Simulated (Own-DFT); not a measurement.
# Energy and forces against displacement in diamond germanium, 16 atoms (Ge16)

These are calculations, not measurements. They come from Own-DFT, an in-house plane-wave density functional program, since retired, whose code no person has reviewed. Each row is one single-point run on a periodic cell that was not relaxed, without spin or spin-orbit coupling.

Settings of every run: PBE; PseudoDojo norm-conserving scalar-relativistic files; cutoff 42 hartree; 5 x 5 x 5 k mesh centred on Gamma; Fermi-Dirac smearing of 0.1 eV.

Known limits: k mesh not checked against a denser one; stress not checked against mesh or cutoff.

Cell vectors in Å: (0.000, 5.658, 5.658); (5.658, 0.000, 5.658); (5.658, 5.658, 0.000). In each run every atom was moved at random and independently from its ideal site; u is the rms move along one axis. E is the free energy for each atom above the fitted value at u = 0, and F the rms of the force components.

```
run,u (Å),E (meV/atom),F (eV/Å),largest force (eV/Å),P (GPa)
1,0.0193,7.1,0.321,1.33,3.90
2,0.0194,6.2,0.291,0.98,3.88
3,0.0201,8.7,0.346,0.98,3.93
4,0.0476,41.5,0.710,2.27,4.34
5,0.0502,?,?,?,?
6,0.0520,44.6,0.770,2.25,4.37
7,0.0873,147.5,1.478,4.27,5.72
8,0.1083,230.3,2.020,6.57,6.73
9,0.1448,389.7,3.367,13.43,8.64
```

## Worked fit

For small independent moves the energy grows as E = (3/2) K u², with K the mean stiffness felt by one atom. The runs with u up to 0.11 Å give K = 12.4 ± 0.5 eV/Å², with residuals divided by u² + 0.0006 Å², since the noise grows with the moves. The scatter is 3.5 meV/atom at u = 0.05 Å. The forces follow F = G u with G = 16.4 eV/Å²; no force at u = 0 is resolved. G exceeds K because the moves of its neighbours add to the force on an atom, and stiffness differs between atoms. At u = 0.145 Å the parabola gives 391 meV/atom and the run 390. The pressure follows P = 3.78 + 251 u² GPa: at fixed volume, shortened bonds push harder than stretched ones pull.

## Withheld run

Question: what energy and rms force should run 5 give?

The fit gives 47 ± 4 meV/atom and about 0.82 eV/Å. The calculation gave 52.2 meV/atom and 0.798 eV/Å.
